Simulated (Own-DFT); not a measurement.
# Computed records: AlGa3N4 (wurtzite random alloy, strained, atoms displaced)

Computed with Own-DFT development build. A calculation, not a measurement: plane-wave PBE density functional theory by an unreviewed code, no spin, of a simulated periodic cell, stress positive in tension, free energy of the whole cell less one offset for each atom, forces on such cells passed a denser k mesh, this cell's mesh not checked; offsets are fitted by least squares, one for each functional and potential file, so energies compare only between cells with the same atoms and settings and are not formation energies; the far tail of each file's local potential was reset to the Coulomb form; each entry is a single point on an unrelaxed cell, so the pressure reflects the starting lattice, mostly measured values, from which strain is counted, and rises with the displacements; printed positions are rounded, which can move forces by about a meV/angstrom; the program is a retired in-house code; no spin-orbit coupling.

Settings shared by all entries: functional PBE; potential files PseudoDojo norm-conserving, scalar-relativistic, standard set with the stringent files for Ga; wave cutoff 96 hartree; occupations Gaussian; smearing width 0.01 eV; k mesh 4 x 4 x 3 centred on Gamma.

(1) AlGa3N4 (wurtzite random alloy, strained, atoms displaced)

```
AlGa3N4
1.0
      9.5092     0.0000     0.0000
     -4.7546     8.2353     0.0000
      0.0000     0.0000    10.5766
Al Ga N Ga N Al Ga N Ga N Ga Al N Ga N Ga N Ga N Ga N Ga N Al N Ga N Al N Ga N Ga N Ga Al N Al Ga N Ga N
1 1 2 2 2 1 1 2 2 2 1 1 2 2 2 2 2 2 2 2 2 2 2 2 2 2 2 2 2 2 2 2 2 1 1 2 1 1 2 2 2
Direct
  0.12009 0.21982 0.00651
  0.21791 0.10513 0.24861
  0.11030 0.21431 0.19926
  0.22663 0.10776 0.44131
  0.10572 0.21727 0.49335
  0.22374 0.10858 0.74982
  0.11927 0.23054 0.68350
  0.22962 0.11701 0.94896
  0.11122 0.56383 0.99569
  0.21295 0.43006 0.25379
  0.10334 0.55453 0.18640
  0.22495 0.44802 0.43955
  0.10683 0.54646 0.50531
  0.21797 0.45083 0.75250
  0.11482 0.56310 0.69286
  0.21773 0.44088 0.94253
  0.11697 0.89847 0.00326
  0.21956 0.77141 0.25544
  0.10776 0.88847 0.19051
  0.23124 0.77658 0.44229
  0.10465 0.87969 0.50426
  0.20916 0.77422 0.74209
  0.10613 0.87948 0.68966
  0.22627 0.78003 0.93229
  0.44336 0.21472 0.00814
  0.54652 0.10590 0.24815
  0.44710 0.22855 0.19395
  0.56158 0.10953 0.44012
  0.43923 0.22090 0.50069
  0.54829 0.10613 0.74834
  0.44955 0.21428 0.69277
  0.55401 0.10971 0.94129
  0.44115 0.55170 0.00680
  0.55093 0.43671 0.25362
  0.43915 0.55551 0.19140
  0.55316 0.44442 0.43607
  0.43661 0.54694 0.49397
  0.55697 0.44417 0.74941
  0.44208 0.56023 0.69585
  0.54547 0.43936 0.93859
  0.44261 0.88572 0.99925
  0.56818 0.78744 0.24615
  0.44438 0.88495 0.18303
  0.55795 0.77389 0.44825
  0.44707 0.89147 0.49697
  0.55406 0.77724 0.74497
  0.45452 0.88557 0.68854
  0.55821 0.78501 0.93868
  0.77015 0.22934 0.99526
  0.89553 0.11113 0.24965
  0.78106 0.21872 0.18999
  0.89168 0.10722 0.43131
  0.77452 0.22082 0.50264
  0.88312 0.11907 0.75459
  0.77474 0.22022 0.69121
  0.88708 0.11442 0.93653
  0.77042 0.55445 0.99801
  0.88022 0.43957 0.25087
  0.78108 0.55252 0.18538
  0.88262 0.44942 0.43969
  0.78683 0.55862 0.50198
  0.88351 0.44029 0.74634
  0.78744 0.56529 0.69342
  0.88590 0.45384 0.94209
  0.76813 0.87657 0.00091
  0.89609 0.77757 0.24098
  0.78201 0.90057 0.18213
  0.87943 0.77051 0.44600
  0.78405 0.89659 0.49943
  0.88325 0.76470 0.75188
  0.77798 0.88804 0.68382
  0.89077 0.77864 0.93436
```

The calculation gives: free energy of cell above offsets -9.422 eV; pressure 1.65 GPa; stress xx -4.87 GPa; stress yy -5.6 GPa; stress zz 5.51 GPa; stress yz -0.9 GPa; stress xz -0.74 GPa; stress xy 0.69 GPa.

Force:
```
element  x (eV/Å)  y (eV/Å)  z (eV/Å)
     Al    -2.434     0.608    -0.612
     Ga     1.112     0.335     1.492
      N    -0.585         0    -2.094
      N      -1.2    -0.769    -0.689
     Ga     1.084     0.488     1.293
     Ga      -0.8     0.323     0.183
      N    -0.505    -0.816     0.292
      N    -1.021    -0.334    -1.125
     Al      0.14    -0.936     0.733
     Ga    -0.411     2.482    -0.394
      N     0.797     0.503    -0.033
      N     -1.31    -1.564     -0.59
     Ga    -0.066      1.01     -0.37
     Ga     1.545    -0.816     0.691
      N    -1.658    -2.593     -0.95
      N    -0.772    -0.074     0.482
     Ga     0.084    -1.772    -0.654
     Al     0.465    -0.098    -0.487
      N     2.438    -0.214    -0.295
      N    -1.817    -0.696    -1.229
     Ga     0.292     0.455    -0.513
     Ga     2.999     1.284     1.749
      N    -1.214     1.855    -0.493
      N    -0.177     0.039     0.901
     Ga     0.495     1.339    -0.417
     Ga     1.619     0.215      0.47
      N    -0.297    -2.075    -0.787
      N    -1.381      0.42    -0.751
     Ga     1.437     0.267     0.372
     Ga     1.722    -1.258     1.211
      N    -2.155       1.5    -1.192
      N     0.291    -0.471     0.004
     Ga    -0.577      0.71    -0.719
     Ga    -0.022     2.481    -0.039
      N     0.714     0.589     0.522
      N     0.836    -0.502     0.857
     Ga     1.119     1.651     1.672
     Ga    -0.808     0.133      0.38
      N     0.743    -1.685    -1.308
      N     0.785     -0.05     0.059
     Al     0.218     0.212    -0.368
     Al    -0.972    -1.206     0.907
      N    -0.723    -0.558      0.55
      N    -0.235     0.575    -2.518
     Ga     1.202    -0.581     1.203
     Ga     1.575     0.149     1.159
      N    -3.078     0.936    -0.779
      N    -0.108    -0.816     0.428
     Al     1.921    -0.417     0.912
     Al    -1.584    -0.021    -0.254
      N    -0.368    -0.293    -0.719
      N    -0.993     1.042    -0.504
     Ga     0.779     0.161     -0.26
     Ga     2.415    -1.647    -0.009
      N    -0.756     1.693     -0.75
      N     0.411    -0.065     1.638
     Ga    -0.166     0.332     0.289
     Ga     1.052    -0.185    -0.181
      N    -1.672     0.422     0.111
      N     2.241    -1.449    -0.192
     Ga    -2.585    -0.237     0.823
     Al     0.271     0.737     1.204
      N     0.152    -4.354    -1.439
      N     1.447    -1.378    -1.597
     Al     0.452     2.027    -0.973
     Ga    -2.225    -0.909     1.511
      N     0.513    -1.218     0.236
      N     1.166     1.384    -1.849
     Ga    -0.546    -1.458     0.922
     Ga    -1.056         4     0.682
      N      0.52     0.636     0.834
      N    -0.772     0.524     1.358
```

(2) AlGa3N4 (wurtzite random alloy, strained, atoms displaced)

```
AlGa3N4
1.0
      9.5092     0.0000     0.0000
     -4.7546     8.2353     0.0000
      0.0000     0.0000    10.5766
Al Ga N Ga N Ga N Al N Ga N Ga N Ga Al N Ga N Ga Al N Ga N Ga N Ga N Ga N Al N Ga Al N Ga Al N Ga N Ga N
1 1 2 2 2 2 2 2 2 2 2 2 2 1 1 2 2 2 1 1 2 2 2 2 2 2 2 2 2 2 2 1 1 2 1 1 2 2 2 2 2
Direct
  0.11287 0.22472 0.00526
  0.23179 0.11445 0.25094
  0.11174 0.22372 0.19101
  0.21778 0.11063 0.43549
  0.12204 0.22997 0.50086
  0.21724 0.11205 0.74906
  0.11670 0.22708 0.68686
  0.22864 0.10717 0.94455
  0.11132 0.55823 0.00104
  0.23022 0.45216 0.25277
  0.10150 0.55914 0.18299
  0.23565 0.45035 0.44045
  0.11296 0.55376 0.50325
  0.22619 0.44348 0.74433
  0.12178 0.56253 0.68678
  0.22950 0.44771 0.93602
  0.10473 0.89034 0.99935
  0.22473 0.78343 0.24611
  0.11612 0.88994 0.19154
  0.22394 0.77695 0.44227
  0.09740 0.88497 0.49419
  0.22256 0.77853 0.75129
  0.11092 0.89626 0.69263
  0.22180 0.77170 0.93595
  0.45345 0.22827 0.99653
  0.54790 0.10762 0.25053
  0.44782 0.22274 0.18945
  0.55499 0.11674 0.44164
  0.44072 0.21807 0.50412
  0.56184 0.11099 0.74632
  0.45119 0.23306 0.67687
  0.54768 0.10745 0.92858
  0.43885 0.55567 0.99248
  0.55506 0.44648 0.25436
  0.44710 0.55766 0.18151
  0.54818 0.43314 0.44062
  0.44916 0.55773 0.50145
  0.55956 0.44437 0.74903
  0.43754 0.55538 0.68303
  0.55642 0.44421 0.93682
  0.44166 0.88462 0.99893
  0.54823 0.78230 0.24842
  0.44853 0.90235 0.19686
  0.54417 0.77456 0.42987
  0.44806 0.88954 0.49082
  0.56150 0.78370 0.74852
  0.44561 0.88765 0.69035
  0.56058 0.78134 0.93707
  0.77738 0.21231 0.00181
  0.88676 0.10489 0.25164
  0.76950 0.21541 0.19245
  0.88170 0.09878 0.44219
  0.76768 0.21838 0.50234
  0.88510 0.10279 0.74752
  0.77606 0.22419 0.69172
  0.89339 0.11398 0.94019
  0.77729 0.55987 0.00113
  0.88871 0.43452 0.24902
  0.77766 0.55520 0.18647
  0.89278 0.44647 0.44162
  0.78328 0.55564 0.50644
  0.88955 0.44083 0.74645
  0.77189 0.55290 0.69143
  0.88423 0.44816 0.94195
  0.77730 0.89567 0.00429
  0.90514 0.78597 0.24383
  0.77764 0.89685 0.18892
  0.89867 0.78691 0.43807
  0.77247 0.88073 0.49491
  0.88682 0.77545 0.75655
  0.78548 0.89885 0.69448
  0.89760 0.79995 0.93265
```

The calculation gives: free energy of cell above offsets -10.017 eV; pressure 1.46 GPa; stress xx -4.19 GPa; stress yy -4.98 GPa; stress zz 4.78 GPa; stress yz -0.77 GPa; stress xz 0.11 GPa; stress xy -1.23 GPa.

Force:
```
element  x (eV/Å)  y (eV/Å)  z (eV/Å)
     Al     0.685     0.065    -0.377
     Ga    -1.076     0.235      0.02
      N     0.109     0.194    -0.822
      N     0.727    -0.212     0.131
     Ga    -1.122    -0.961     -0.23
     Ga     1.464     0.555     0.775
      N    -1.635    -0.016       0.5
      N    -1.674      1.62     -0.61
     Ga    -0.133    -0.969    -0.509
     Ga    -0.701    -0.442    -0.387
      N     1.144    -0.519     1.254
      N    -2.395    -0.144    -0.453
     Al     0.331     0.641    -0.324
     Al    -0.691     0.454     0.898
      N    -1.048    -2.067    -0.221
      N    -1.759    -1.835    -1.011
     Ga     1.997      0.02      0.35
     Ga     0.274    -1.212     1.356
      N     0.066     1.171     -1.38
      N    -0.812    -0.703    -0.655
     Ga     3.925     1.921     2.113
     Ga    -0.044     0.714    -0.323
      N     0.264    -1.397    -0.936
      N    -0.712     0.916     0.523
     Ga    -0.399    -0.819     0.763
     Al     0.588     2.219     0.924
      N     0.621     0.973     0.011
      N     0.898    -0.568    -1.383
     Ga    -0.637    -0.287    -1.141
     Ga    -1.873    -0.309     0.071
      N    -0.184    -1.514     2.661
      N     1.307    -0.001     1.266
     Ga     1.674     0.541     0.917
     Al     0.458     0.019     -0.48
      N     0.354     0.034     0.748
      N      0.67     2.093    -1.339
     Ga     0.542    -0.049     0.035
     Ga    -1.652    -0.186     0.306
      N      1.14      0.46     1.047
      N    -0.253     0.886    -0.488
     Ga    -0.218     0.778     -0.09
     Ga     1.444    -0.651    -0.482
      N    -0.241    -1.404    -1.738
      N     2.012    -0.173     0.613
     Ga     -1.32     0.431     1.794
     Ga    -0.389     -0.71     0.171
      N    -0.056     0.397    -1.046
      N    -0.318    -0.179     0.079
     Ga     -1.48     1.262    -0.014
     Ga    -0.066     1.594     1.017
      N    -0.082     0.441     0.012
      N    -0.735      2.28    -0.014
     Al     1.465     0.313    -0.122
     Al     0.242     2.797     0.708
      N      2.03     0.259    -1.197
      N     0.859     0.503     -1.15
     Ga    -0.046     0.357     0.108
     Al      -1.1      0.87     0.146
      N     0.017    -0.312      1.12
      N       0.8    -1.078    -0.517
     Ga    -0.893    -0.024    -0.908
     Al      0.09     0.904     1.006
      N     2.178     0.678    -0.207
      N     0.967    -0.781    -1.592
     Ga     0.208     -0.31    -0.066
     Ga    -2.448    -1.556     0.875
      N     0.603    -1.953    -0.325
      N    -3.017    -2.997    -1.333
     Ga    -0.306     0.301     0.778
     Ga     0.242     0.585    -1.193
      N    -0.168    -1.936    -1.469
      N    -0.711    -2.207     1.436
```

(3) AlGa3N4 (wurtzite random alloy, strained, atoms displaced)

```
AlGa3N4
1.0
      9.5092     0.0000     0.0000
     -4.7546     8.2353     0.0000
      0.0000     0.0000    10.5766
Ga N Ga Al N Ga N Ga Al N Ga N Al Ga N Al Ga N Ga N Ga Al N Ga N Ga N Al Ga N Ga Al N Ga N Ga N Al Ga N Ga N Al Ga N
2 2 1 1 2 2 2 1 1 2 2 2 1 1 2 1 1 2 2 2 1 1 2 2 2 2 2 1 1 2 1 1 2 2 2 2 2 1 1 2 2 2 1 1 2
Direct
  0.10703 0.21790 0.99270
  0.21875 0.10009 0.24731
  0.10896 0.22923 0.18750
  0.22917 0.11658 0.44060
  0.11504 0.22343 0.50222
  0.21488 0.11454 0.74506
  0.11040 0.22754 0.69999
  0.22120 0.11350 0.94042
  0.10784 0.55172 0.99921
  0.23790 0.44297 0.24786
  0.10966 0.56586 0.18802
  0.22505 0.44072 0.44796
  0.10456 0.56826 0.50951
  0.21844 0.44467 0.74912
  0.12132 0.55991 0.68519
  0.21223 0.44582 0.94308
  0.10686 0.88580 0.99749
  0.22459 0.77781 0.25457
  0.11137 0.89466 0.18538
  0.21731 0.77900 0.44260
  0.11453 0.89437 0.49551
  0.21908 0.77939 0.74601
  0.11492 0.89282 0.68180
  0.22435 0.78489 0.93980
  0.44162 0.22338 0.99298
  0.55309 0.10929 0.24535
  0.44703 0.22751 0.19138
  0.56595 0.10813 0.43887
  0.44609 0.22441 0.49424
  0.56005 0.11925 0.75009
  0.43950 0.22214 0.69553
  0.54862 0.10630 0.93990
  0.44290 0.55547 0.00633
  0.56570 0.45392 0.25008
  0.44536 0.55896 0.18010
  0.57148 0.45935 0.43805
  0.44541 0.55008 0.49747
  0.55592 0.44689 0.74711
  0.43768 0.55203 0.68320
  0.55841 0.44210 0.94607
  0.44717 0.89529 0.00093
  0.55471 0.78548 0.24225
  0.44133 0.88206 0.19273
  0.55417 0.78293 0.44555
  0.44567 0.88589 0.50106
  0.56464 0.77966 0.74681
  0.44786 0.89186 0.68791
  0.55645 0.78768 0.93352
  0.78395 0.22036 0.00096
  0.87833 0.10467 0.24690
  0.77960 0.21254 0.19732
  0.89303 0.10973 0.42980
  0.77515 0.22941 0.50226
  0.89314 0.11480 0.75024
  0.78620 0.21936 0.68538
  0.89102 0.10295 0.93965
  0.77344 0.55462 0.99981
  0.88387 0.44140 0.25791
  0.78074 0.55583 0.18067
  0.88295 0.43775 0.44501
  0.77367 0.55500 0.49778
  0.88982 0.45165 0.75201
  0.77683 0.56271 0.68232
  0.89185 0.45224 0.93522
  0.77988 0.89241 0.99974
  0.89046 0.78321 0.25380
  0.78128 0.89306 0.18172
  0.88933 0.78440 0.43243
  0.77906 0.88532 0.50423
  0.88474 0.77505 0.75609
  0.78313 0.89139 0.68785
  0.88399 0.77247 0.93619
```

Results for AlGa3N4 (wurtzite random alloy, strained, atoms displaced): free energy of cell above offsets -10.203 eV; pressure 1.42 GPa; stress xx -4.52 GPa; stress yy -4.47 GPa; stress zz 4.74 GPa; stress yz -0.1 GPa; stress xz -0.39 GPa; stress xy -0.04 GPa.

Force:
```
element  x (eV/Å)  y (eV/Å)  z (eV/Å)
     Ga     0.536     1.109     1.829
     Ga    -0.793     2.999     0.377
      N     0.073    -1.775    -0.235
      N    -0.244    -1.333    -0.393
     Ga    -1.157    -0.466    -0.206
     Al     1.279    -0.678     0.999
      N     1.063     0.163    -1.142
      N     0.842    -0.187    -1.485
     Ga    -0.696     1.895     1.194
     Ga    -2.841    -0.168     1.151
      N     0.589    -1.607     0.362
      N    -0.894     1.063    -1.445
     Ga     1.496    -1.746    -1.379
     Al     0.678     0.751     0.633
      N    -1.062    -0.629     1.404
      N     2.057    -0.472    -2.064
     Ga     0.179      0.44     0.312
     Ga    -1.032      -0.2    -0.166
      N     0.352    -1.842    -0.048
      N     0.628     1.405    -0.307
     Al    -0.556    -0.008     0.639
     Ga     1.102     0.873     0.993
      N    -1.124     0.568    -0.119
      N     0.078    -0.925    -0.659
     Al     0.247    -0.433     1.115
     Ga     0.122     0.284     0.886
      N    -0.027     0.516    -0.821
      N    -2.383    -0.748    -0.304
     Ga     1.233     0.062     0.729
     Ga     0.226    -1.178     0.018
      N    -0.258     0.073    -1.025
      N     0.312     2.328    -0.022
     Ga    -0.285     0.386    -2.474
     Al     -0.32    -0.646    -0.532
      N     1.958     0.348     2.269
      N    -0.728     -1.68    -1.614
     Ga    -0.761     1.335     0.561
     Ga    -0.593    -0.034     0.706
      N     0.198    -0.002     1.195
      N    -1.433    -0.373    -1.392
     Ga    -0.467    -1.352    -0.016
     Ga      1.92    -1.026     1.718
      N    -1.171      1.59    -1.198
      N     1.202    -0.446    -0.936
     Al    -0.542     0.695     0.688
     Ga    -1.598    -0.251     0.164
      N    -0.071      0.06    -0.813
      N     0.782    -1.231     0.585
     Ga    -0.904     0.241     0.244
     Al     2.669     0.669     1.247
      N    -1.464     1.278    -1.692
      N    -0.361    -0.747     1.073
     Ga     2.123    -2.154     0.145
     Ga    -0.305    -1.003     0.501
      N    -1.669     1.313     0.684
      N    -1.303     1.244    -1.068
     Ga     0.896      0.13     0.251
     Ga     1.055     0.255    -0.822
      N    -0.784     0.054     1.832
      N    -0.835     2.748     -0.56
     Al     1.622     1.434     0.569
     Ga     0.499    -0.521    -0.647
      N     0.575    -0.832    -0.426
      N    -0.297     -1.34     0.085
     Ga    -0.263    -1.553    -0.104
     Ga     0.083     -0.42    -1.226
      N    -0.395    -0.209      0.71
      N     0.767    -0.816     1.841
     Al    -0.795     1.217    -0.883
     Ga     0.701     0.891    -0.993
      N     0.305     0.053    -0.834
      N    -0.036     0.562     0.341
```
